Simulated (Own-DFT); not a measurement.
## Calculated data, SiC (4H silicon carbide, atoms displaced)

All values are calculated (Own-DFT development build). A calculation, not a measurement: plane-wave PBE density functional theory by an unreviewed code, no spin, of a simulated periodic cell, stress positive in tension, free energy of the whole cell less one offset for each atom, forces on such cells passed a denser k mesh, this cell's mesh not checked; offsets are fitted by least squares, one for each functional and potential file, so energies compare only between cells with the same atoms and settings and are not formation energies; the far tail of each file's local potential was reset to the Coulomb form; each entry is a single point on an unrelaxed cell, so the pressure reflects the starting lattice, mostly measured values (interpolated for alloys), from which strain is counted, and rises with the displacements; printed positions are rounded, which can move forces by about a meV/angstrom; the program, named Own-DFT, is a retired in-house code; no spin-orbit coupling.

Common to all runs: functional PBE; potential files PseudoDojo norm-conserving, scalar-relativistic, standard set; wave cutoff 42 hartree; occupations Fermi-Dirac; smearing width 0.1 eV; hardware one NVIDIA H100; k mesh 4 x 4 x 3 centred on Gamma.

(1) 
```xyz
72
Lattice="9.2481 0.0000 0.0000 -4.6241 8.0091 0.0000 0.0000 0.0000 10.0681" Properties=species:S:1:pos:R:3:force_x:R:1:force_y:R:1:force_z:R:1 formula=SiC free_energy_of_cell_above_offsets=18.105 pressure=13.63 stress_xx=-7.52 stress_yy=-15.99 stress_zz=-17.39 stress_yz=1.22 stress_xz=0.7 stress_xy=-1.33 wall_time=367.2
Si    -0.0283     0.0999     4.2081     -0.617     -6.203     -5.104
Si    -0.1840     1.7582     1.7103      2.118     -0.125       -3.1
C     -4.5331     7.9189     0.9913      -10.1      5.061     -4.659
C      0.1349     1.5896     3.4588     -1.553      7.129       1.06
Si    -1.4215     2.8144     4.2959      -0.98     -4.028     -4.403
Si    -1.5066     4.3442     1.5749     -1.375      3.725     -2.019
C      7.5363     2.7666     0.7959      1.976     -3.747      2.863
C     -1.5308     4.4052     3.4275      0.805      0.883      0.636
Si    -3.0035     5.3055     4.0012     -3.484      2.155      0.645
Si    -3.2901     7.1839     1.6073      9.261     -5.786      1.132
C      6.1847     5.2847     0.7580     -1.417       0.73      4.352
C     -3.1974     7.1474     3.3792      1.538      -1.41      3.636
Si     3.2285     0.0257     4.2446     -1.766     -1.184     -10.57
Si     3.0532     1.8190     1.7136     -0.841     -1.755     -1.662
C      2.9278     0.0589     1.0737      3.038     -0.025     -2.665
C      3.2204     1.6247     3.5040      -0.89      4.425      1.081
Si     1.5386     2.8207     4.1131      0.385     -3.551     -4.724
Si     1.5497     4.5135     1.5909     -3.676     -3.036     -3.434
C      1.4688     2.5546     1.1070     -1.342      2.251     -1.923
C      1.5792     4.5222     3.3184     -6.023     -2.771      3.828
Si    -0.1322     5.5224     4.0579      2.142     -3.161      0.327
Si     0.1514     7.1875     1.5002     -4.199      0.169      0.968
C     -0.0703     5.4305     1.0065      2.189     -1.561     -1.847
C      0.0932     7.1386     3.4666     -2.396      1.106     -0.756
Si     6.0848     0.0646     4.0553      3.852     -1.524      1.484
Si     6.0433     1.7495     1.6352      0.667      4.415       1.23
C      6.3182     0.1486     1.0592     -3.668     -2.086     -4.682
C      6.1873     1.7887     3.6365      0.314      2.654     -2.395
Si     4.5689     2.8216     4.1419      1.033     -4.295     -1.231
Si     4.5202     4.3320     1.5988      1.667      3.044      -2.69
C      4.5178     2.6886     0.9636      0.944     -3.122     -1.249
C      4.4063     4.3886     3.3681      3.714      0.963      1.095
Si     2.9402     5.1326     4.0151      4.643      5.976      2.646
Si     2.9239     7.1343     1.5953      5.504     -3.432      1.192
C      2.9821     5.2182     0.9598      2.642      3.365     -2.518
C      2.9632     6.9487     3.4141      0.469      2.545      2.032
Si     4.6535     7.9492     9.1391     -0.054      1.439      1.249
Si     4.6508     6.1502     6.7504      0.833      0.643     -6.291
C      4.6166     7.9843     5.8568      0.189     -0.387      7.846
C      4.5529     6.2986     8.4366      1.993     -0.854      3.017
Si    -2.9583     5.2553     9.0247     -2.536      2.663      3.003
Si     6.1896     3.5018     6.5457     -1.794        1.6      2.461
C     -2.9896     5.2503     5.9821     -0.782      1.407      0.001
C      6.2268     3.6084     8.6548      0.071     -5.358     -4.395
Si     7.7608     2.4965     9.0825     -1.131      7.178      1.523
Si     7.7071     0.8707     6.6660      1.246      0.326     -2.241
C      7.5981     2.6526     5.9833      3.885     -0.676      2.992
C      7.5613     0.9524     8.5107      3.702     -3.832     -1.984
Si     1.6986     7.8660     9.0005     -4.112      2.798      3.229
Si     1.5614     6.0905     6.4925      3.413      3.364      1.074
C      1.6351     7.9800     6.0337      0.326     -2.191     -1.657
C      1.6530     6.2613     8.4209     -1.048     -3.879     -0.857
Si     3.1590     5.3427     9.1009      -1.18     -2.098      1.613
Si     2.8964     3.6560     6.5988      3.771     -5.924      1.064
C      3.2197     5.1903     5.9939     -2.848      4.338     -2.557
C      3.2495     3.5535     8.4440     -2.634     -0.857      0.102
Si     4.7530     2.5249     9.0698     -1.719      2.579      1.172
Si     4.8040     0.7653     6.5491     -4.131      3.078     -0.341
C      4.6557     2.8201     5.9031     -1.582     -2.508      2.755
C      4.4911     0.8011     8.4076      8.336      2.572     -2.073
Si     3.1524     0.1633     9.0142     -6.775     -4.929      5.892
Si    -1.5593     6.1869     6.7423     -0.421      1.172     -2.392
C     -1.5722     7.9351     5.8033      0.691      -0.64      11.41
C     -1.5343     6.2085     8.5913      0.944      2.479     -2.322
Si     0.0381     5.3297     8.8977      0.463       1.31      4.763
Si     0.0848     3.6958     6.7494     -1.341     -2.744     -9.429
C      0.0127     5.4204     6.0503     -1.193     -1.588     -2.012
C     -0.0753     3.6169     8.3343      0.983     -2.724      7.744
Si     1.4966     2.4568     8.8832      1.546      12.52      6.882
Si     1.5996     0.9380     6.5058     -1.009      -5.46      0.704
C      1.5819     2.4421     5.7906      -0.71      7.758      3.245
C      1.4982     0.9820     8.4133       0.03     -10.37     -3.773
```

Units: free_energy_of_cell_above_offsets in eV; pressure, stress_xx, stress_yy, stress_zz, stress_yz, stress_xz, stress_xy in GPa; wall_time in s; force_x, force_y, force_z in eV/Å.

(2) 
```xyz
72
Lattice="9.2481 0.0000 0.0000 -4.6241 8.0091 0.0000 0.0000 0.0000 10.0681" Properties=species:S:1:pos:R:3:force_x:R:1:force_y:R:1:force_z:R:1 formula=SiC free_energy_of_cell_above_offsets=11.797 pressure=11.88 stress_xx=-8.78 stress_yy=-12.02 stress_zz=-14.85 stress_yz=-1.91 stress_xz=-0.7 stress_xy=-0.63 wall_time=356.4
Si     4.5784     7.9597     4.1231      1.529      0.513     -1.095
Si     0.0294     1.9049     1.5992     -1.027     -1.679     -1.462
C      0.0131     0.0027     0.9285      2.125      2.736     -1.481
C     -0.0069     1.8263     3.4194      0.496     -0.532      2.669
Si    -1.5612     2.7527     4.0784     -0.047     -3.185      0.403
Si    -1.4854     4.4328     1.4065     -2.335      0.656      3.362
C      7.5363     2.7858     0.8654      2.468     -3.159      1.152
C     -1.5612     4.4005     3.5537      0.538      2.688      -3.08
Si     6.1086     5.2576     3.9925      3.961      1.717      2.716
Si    -3.0473     7.2449     1.5172     -1.324     -1.603      1.251
C      6.1050     5.4191     0.7372      1.024      0.978      13.01
C     -2.9870     6.9811     3.4390     -1.143      2.825     -0.856
Si     3.0138     0.0329     4.0267      1.547      -0.47     -0.534
Si     3.3362     1.7691     1.4343     -4.597      1.255      2.462
C      3.1205     0.0489     0.9549      0.814     -2.288     -1.126
C      3.2011     1.8370     3.3306     -2.461     -1.179      1.827
Si     1.5782     2.7251     4.2329     -0.581     -0.046      -6.81
Si     1.5331     4.4478     1.6153      3.547     -1.229     -0.795
C      1.5666     2.6495     0.8990      1.566      0.278      2.439
C      1.4977     4.5748     3.4382      1.944     -2.493      1.811
Si    -0.0198     5.3361     4.0652     -0.281      1.208      -0.32
Si    -0.0523     7.0072     1.6868      1.532      0.203     -4.584
C      0.0692     5.1227     0.9908     -2.263      5.051     -2.741
C      0.1843     7.1116     3.3469     -4.328     -0.678      4.699
Si     6.1032     0.0148     4.1065      3.225     -1.287     -0.548
Si     6.0865     1.7968     1.4944       2.04     -1.295      2.183
C      1.5235     7.9370     1.0544     -0.956      1.032      -2.22
C      6.1792     1.7531     3.6661     -0.777       1.34     -2.956
Si     4.5454     2.5953     4.2497      3.055      1.185     -7.803
Si     4.7228     4.4216     1.5008     -2.021      2.174      0.712
C      4.6825     2.7294     0.8804     -0.058     -0.117      -1.24
C      4.7337     4.5270     3.4040     -4.886     -3.759     -1.294
Si     3.1442     5.3650     4.1365     -0.496     -3.044      0.776
Si     3.1960     7.2603     1.4545     -2.824     -3.804      2.884
C      3.1055     5.3784     0.8590      0.089     -0.282      3.295
C      3.1850     6.9609     3.6048     -1.729      5.581     -3.144
Si     4.6338     7.7983     8.9045     -2.036       12.6      5.442
Si     4.5997     6.2725     6.6880      0.705     -2.588     -1.233
C      4.5818     7.9412     5.9793     -0.075        2.8      0.685
C      4.6403     6.3043     8.5284      0.981     -10.53     -2.361
Si    -2.8579     5.4112     9.3086     -1.516     -1.385     -13.45
Si     6.1959     3.6144     6.6299     -2.442        0.6      1.527
C      6.1068     5.2468     5.8757      0.552      3.058      2.104
C      6.2767     3.6143     8.6752     -1.954       0.38     -3.544
Si    -1.4516     2.7128     9.1023      -2.89     -3.211       0.61
Si     7.5348     1.0085     6.5353       0.67     -3.503       1.84
C      7.5556     2.7112     5.9680      3.647     -0.166     -0.683
C      7.5464     0.8171     8.5485      2.265      0.998      -1.67
Si     1.3463     7.9767     9.0829      7.262     -2.156      3.393
Si     1.4595     6.1317     6.7877      2.088       1.64     -5.801
C      1.4750     7.8860     5.8943     -1.174      1.366      3.071
C      1.5439     6.2100     8.4987     -1.359      0.239       2.57
Si     2.9934     5.3171     9.1944      2.016      0.322     -1.968
Si     2.9564     3.5576     6.5601      4.233      1.885      2.756
C      3.1038     5.3294     6.1359     -1.609      0.158     -1.578
C      3.0997     3.5976     8.5281     -1.537     -1.606     -1.321
Si     4.5567     2.6693     9.0342      3.051      2.261      1.363
Si     4.4349     0.8454     6.5305      3.194      1.349      0.421
C      4.5428     2.7892     5.8596     -0.273     -1.465      8.292
C      4.7179     0.9232     8.6620     -6.965      1.556       -4.5
Si    -1.5081     7.9896     9.1262      -0.23      1.791      0.457
Si    -1.4777     6.2960     6.6933     -2.709     -1.733     -6.549
C      2.8745     0.0356     5.9869      5.581     -2.813     -1.925
C     -1.3666     6.2543     8.3741     -4.337      2.508      4.201
Si    -0.0546     5.4248     9.0037      4.825     -4.904      3.825
Si    -0.0012     3.5089     6.5482      -1.28      1.194      1.536
C     -0.0210     5.4916     5.8936      0.055     -2.605      1.993
C      0.0052     3.5309     8.6452      2.637      1.391     -3.477
Si     1.6042     2.4841     9.2064       -0.4      10.96      1.473
Si     1.5503     0.7672     6.6135     -5.715      4.429       2.19
C      1.6042     2.7077     5.9405     -3.446     -2.537      2.434
C      1.4758     1.0400     8.6116      0.823     -11.58     -5.691
```

Units: free_energy_of_cell_above_offsets in eV; pressure, stress_xx, stress_yy, stress_zz, stress_yz, stress_xz, stress_xy in GPa; wall_time in s; force_x, force_y, force_z in eV/Å.

(3) 
```xyz
72
Lattice="9.2481 0.0000 0.0000 -4.6241 8.0091 0.0000 0.0000 0.0000 10.0681" Properties=species:S:1:pos:R:3:force_x:R:1:force_y:R:1:force_z:R:1 formula=SiC free_energy_of_cell_above_offsets=13.884 pressure=11.05 stress_xx=-13.67 stress_yy=-8.24 stress_zz=-11.24 stress_yz=-1.2 stress_xz=-1.09 stress_xy=-2.7 wall_time=357
Si     0.1856     0.0833     4.1439     -4.652      0.298     -1.825
Si     0.0915     1.7352     1.6736      -1.95      0.299     -5.916
C     -4.4250     7.9244     1.0034     -3.618      2.008     -1.173
C     -0.0646     1.8237     3.3597      1.559      -0.61      5.004
Si     7.6744     2.5838     4.0301      3.836      6.144      2.394
Si    -1.5771     4.5612     1.3901     -0.775      -4.78      4.166
C      7.6400     2.6540     0.9294      1.393     -0.496      0.342
C     -1.5620     4.4902     3.5786      1.551     -0.419     -3.023
Si     6.1010     5.3140     4.0463      0.426     -0.179       0.49
Si    -3.0942     6.9687     1.6641      0.505      1.182     -0.967
C      6.1284     5.3021     0.9501     -0.885      0.279     -0.123
C     -3.2004     7.1283     3.4848      4.313     -1.076     -0.301
Si     3.1163     0.0948     4.0675     -0.419     -0.086     -3.385
Si     3.0068     1.7123     1.6805      1.567      1.736     -3.354
C     -1.6124     7.9164     0.9542      0.423      0.979      0.222
C      3.3044     2.0180     3.4084     -4.856     -4.524      0.362
Si     1.4098     2.8141     3.9888       3.33     -1.558      1.032
Si     1.4999     4.5967     1.4425      0.664     -4.258      3.179
C      1.4881     2.7836     0.9805      0.566     -2.948        0.2
C      1.9399     4.4039     3.4130      -9.76      -1.71     -4.001
Si     0.1514     5.3839     4.0614     -2.297     -0.678     -0.652
Si    -0.0338     7.0623     1.5400      0.135      1.469      0.953
C     -0.0289     5.2708     0.9898      0.128      3.069     -2.124
C      0.0446     7.2371     3.5026     -0.732     -1.813      -1.72
Si     6.1423     0.1076     4.1107      1.473     -2.193     -6.881
Si     6.0790     1.6930     1.5399      1.611      4.057      0.132
C      6.0925     0.0618     0.9356      0.165     -4.198      0.137
C      6.2448     1.8568     3.6703     -2.207     -3.597     -5.099
Si     4.7650     2.5568     4.1644     -2.157      4.328      0.257
Si     4.6389     4.3196     1.6669     -0.631     -0.108     -1.427
C      4.7690     2.6600     0.6915     -3.091     -0.545      3.298
C      4.5623     4.3610     3.5847      1.437      1.244     -1.831
Si     2.9338     5.4685     4.0717      7.167     -3.068      6.307
Si     2.9652     7.0317     1.6664      1.957      0.982     -1.686
C      2.9583     5.2554     0.8543      3.189      2.787      1.658
C      3.0717     7.0070     3.5495      0.179      7.762     -2.277
Si    -4.4789     8.0077     9.0582     -3.418     -1.456      1.817
Si     4.6689     6.3196     6.4552     -1.531     -1.922      2.679
C     -0.0164     0.1181     5.9179      2.101     -0.997      0.675
C      4.5942     6.1739     8.6450      2.402      1.955     -2.854
Si    -3.0276     5.3516     9.1378     -3.337     -1.904      0.253
Si     5.9430     3.5866     6.5434      3.202      0.776      2.098
C      6.0842     5.3038     5.8959      0.822      2.033      1.213
C      6.0602     3.5174     8.5615      4.054       2.56     -3.382
Si     7.7095     2.6111     9.0636     -3.053     -0.811      1.843
Si     7.7870     0.9377     6.4840     -3.782      2.138      2.787
C     -1.5021     2.9796     6.1088     -5.425     -6.778      -3.47
C      7.4742     0.7831     8.5778      5.154      1.958     -2.656
Si     1.3534     7.9799     9.1110      3.218     -1.112      1.521
Si     1.3764     6.3239     6.5393      2.151     -1.356      -1.56
C      6.1369     0.2247     5.7048      2.164     -2.628      9.356
C      1.6120     6.3369     8.3266     -2.384     -1.789      2.935
Si     3.0166     5.4815     9.1639      0.366     -2.382     -2.564
Si     2.9574     3.4661     6.6026      5.932       4.66      2.955
C      3.2078     5.2569     6.0121     -3.005      2.071     -1.258
C      2.9229     3.5588     8.5522      0.373     -0.185     -1.303
Si     4.5932     2.7867     8.9071     -3.353     -3.012      3.076
Si     4.7586     0.8920     6.5769     -3.319      0.193     -0.271
C      4.5655     2.6097     5.9514     -0.232      0.164      1.826
C      4.6015     0.6655     8.3994     -2.411      4.044     -0.884
Si     3.0521     0.0977     9.1327       0.46     -2.939     -0.035
Si    -1.5556     6.2212     6.5992     -0.945     -0.357     -0.919
C      3.1246     0.1172     5.7730     -0.447     -1.685      5.799
C     -1.5089     6.0328     8.5737      0.121       3.68     -2.179
Si     0.0178     5.2250     9.0903      1.362      3.306      0.855
Si    -0.0663     3.5404     6.6553      5.455      1.914      1.505
C     -0.1804     5.1905     5.8709      3.079      3.415       1.74
C     -0.0440     3.5588     8.6532      0.723     -3.052     -3.247
Si     1.4028     2.5054     9.1727      2.223      3.366      0.336
Si     1.5572     0.9273     6.5425      1.616      1.018     -3.348
C      1.7276     2.7442     5.8444     -8.723     -3.857     -1.535
C      1.6113     0.9055     8.2804     -1.156      -0.81      3.829
```

Units: free_energy_of_cell_above_offsets in eV; pressure, stress_xx, stress_yy, stress_zz, stress_yz, stress_xz, stress_xy in GPa; wall_time in s; force_x, force_y, force_z in eV/Å.
